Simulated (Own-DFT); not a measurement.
# Response to strain: wurtzite GaN, 96 atoms (Ga48N48)

Calculated results; nothing here was measured. The program, named Own-DFT, is a retired in-house plane-wave density functional code that no person has reviewed. Each row is one single-point run on a periodic cell that was not relaxed, without spin or spin-orbit coupling.

Settings of every run: PBE; PseudoDojo norm-conserving scalar-relativistic files; cutoff 42 hartree; 3 x 4 x 3 k mesh centred on Gamma; Fermi-Dirac smearing of 0.1 eV.

Known limits: forces on such cells passed a denser k mesh, each cell not checked; stress not checked against mesh or cutoff.

Unstrained cell vectors in Å: (12.756, 0.000, 0.000); (-4.784, 8.285, 0.000); (0.000, 0.000, 10.370). The unstrained cell has measured lattice constants (interpolated for alloys), not those of this functional. That, the random moves and any unrelaxed bonds set the pressure at no strain. Each run strains this cell uniformly, with the atoms carried along. Every atom was also moved at random, by a Gaussian of width 0.05 Å on each axis. Strain is the symmetric tensor, in per cent. Stress is positive in tension, and the pressure is minus a third of its trace.

| run | e_xx (%) | e_yy (%) | e_zz (%) | e_yz (%) | e_xz (%) | e_xy (%) | s_xx (GPa) | s_yy (GPa) | s_zz (GPa) | s_yz (GPa) | s_xz (GPa) | s_xy (GPa) | P (GPa) | E (meV/atom) |
|---|---|---|---|---|---|---|---|---|---|---|---|---|---|---|
| 1 | -1.96 | 1.53 | 0.27 | 1.44 | 0.05 | 0.47 | -13.99 | -2.65 | -6.98 | 2.94 | 0.18 | 2.92 | 7.87 | 7.8 |
| 2 | -0.17 | -0.43 | -1.77 | -1.43 | -0.18 | 1.59 | -10.11 | -11.39 | -17.05 | -1.51 | -0.88 | 4.95 | 12.85 | 38.8 |
| 3 | 1.15 | 0.62 | 1.51 | -1.25 | 0.38 | -1.89 | -1.39 | -2.58 | -0.66 | -1.96 | 0.36 | -5.52 | 1.54 | 4.9 |
| 4 | 0.92 | 0.74 | 0.18 | -1.90 | -0.71 | -0.20 | -3.65 | -2.53 | -5.27 | -3.20 | -0.79 | 1.05 | 3.82 | 0.5 |
| 5 | -0.77 | 0.19 | 0.57 | -1.49 | -1.41 | -1.95 | -10.91 | -8.59 | -5.28 | -2.66 | -2.34 | -6.33 | 8.26 | 36.1 |
| 6 | 1.27 | -0.85 | 0.82 | 0.72 | -0.43 | -0.14 | -2.16 | -9.72 | -3.94 | 1.52 | -0.97 | -1.71 | 5.27 | 4.9 |
| 7 | 0.19 | -1.31 | -1.30 | -0.92 | -1.28 | 0.82 | -9.46 | -14.01 | -15.23 | -1.32 | -2.25 | 2.82 | 12.90 | 37.0 |
| 8 | 0.30 | 0.03 | -0.93 | 1.74 | 0.65 | -0.30 | -7.35 | -8.31 | -10.53 | 3.35 | 2.19 | -0.06 | 8.73 | 15.1 |
| 9 | 0.55 | 0.10 | -0.64 | -1.34 | 0.04 | 0.28 | -4.18 | -5.96 | -11.93 | -2.77 | 0.02 | 0.16 | 7.36 | 5.1 |
| 10 | -0.80 | -0.17 | -1.80 | 0.09 | -1.40 | -0.84 | -12.05 | -12.65 | -16.70 | -0.60 | -2.34 | -3.62 | 13.80 | 38.5 |
| 11 | -1.46 | -1.57 | 0.52 | -1.85 | -0.15 | 1.02 | -14.99 | -15.88 | -9.36 | -3.51 | 0.29 | 3.65 | 13.41 | 46.0 |
| 12 | -0.32 | -1.52 | -1.93 | -1.62 | 1.48 | -0.15 | -12.93 | -18.45 | -18.16 | -3.81 | 3.41 | 0.28 | 16.51 | 64.1 |
| 13 | -0.74 | 1.79 | 0.92 | -1.27 | 0.06 | 0.69 | -7.79 | -1.91 | -1.84 | -2.59 | 0.90 | 0.76 | 3.85 | 4.7 |
| 14 | 1.43 | 1.79 | 0.45 | -0.32 | -0.67 | 0.81 | -0.58 | 0.42 | -2.40 | -1.44 | -1.31 | 2.45 | 0.85 | 0.0 |
| 15 | 0.17 | 0.98 | -0.96 | 1.11 | -0.62 | 0.84 | -5.88 | -3.03 | -12.97 | 1.95 | -1.90 | 3.11 | 7.29 | 9.6 |
| 16 | -0.35 | 0.13 | 0.33 | 1.31 | -0.10 | -1.09 | -9.13 | -7.12 | -5.76 | 2.76 | 0.20 | -4.64 | 7.33 | 6.7 |
| 17 | -1.70 | 1.38 | -0.24 | 1.36 | -0.43 | 0.77 | -12.80 | -3.43 | -10.85 | 3.60 | -1.41 | 2.47 | 9.03 | 22.0 |
| 18 | 0.52 | 1.93 | -0.66 | -0.44 | -0.63 | 1.23 | ? | ? | ? | ? | ? | ? | ? | ? |

E is the free energy for each atom above the lowest run shown.

## Worked fit

Each stress component was fitted by least squares to a constant and the strains of the runs shown, as fractions, with shears doubled. Shear strains stay in the fit of a normal stress only where such slopes are resolved. The slopes, in GPa:

| stress | at no strain | per e_xx | per e_yy | per e_zz | scatter |
|---|---|---|---|---|---|
| s_xx | -7.7 | 406 ± 18 | 113 ± 18 | 65 ± 19 | 0.73 |
| s_yy | -8.0 | 119 ± 29 | 440 ± 29 | 85 ± 31 | 1.17 |
| s_zz | -8.1 | 94 ± 26 | 96 ± 27 | 458 ± 28 | 1.06 |

Each shear stress against twice its own strain: yz 97 ± 7, xz 102 ± 10, xy 158 ± 15 GPa. These are stiffnesses along x, y and z of the frame in which the cell vectors are given, which need not be the crystal's axes. The atoms are held to the strained lattice; where symmetry lets them move under strain, relaxing them would lower some slopes. The table should be nearly symmetric about its diagonal, and what it lacks of that shows the noise. A ninth of its sum, 208 ± 4 GPa, estimates the bulk modulus near the mean pressure of these runs, 8.3 GPa, so it lies above the value at zero pressure.

## Withheld run

Question: what normal stresses and pressure should run 18 give?

The fit gives s_xx = -3.9, s_yy = 0.5, s_zz = -8.8 and P = 4.0 GPa. The calculation gave -4.94, -0.43, -7.93 and P = 4.43 GPa.
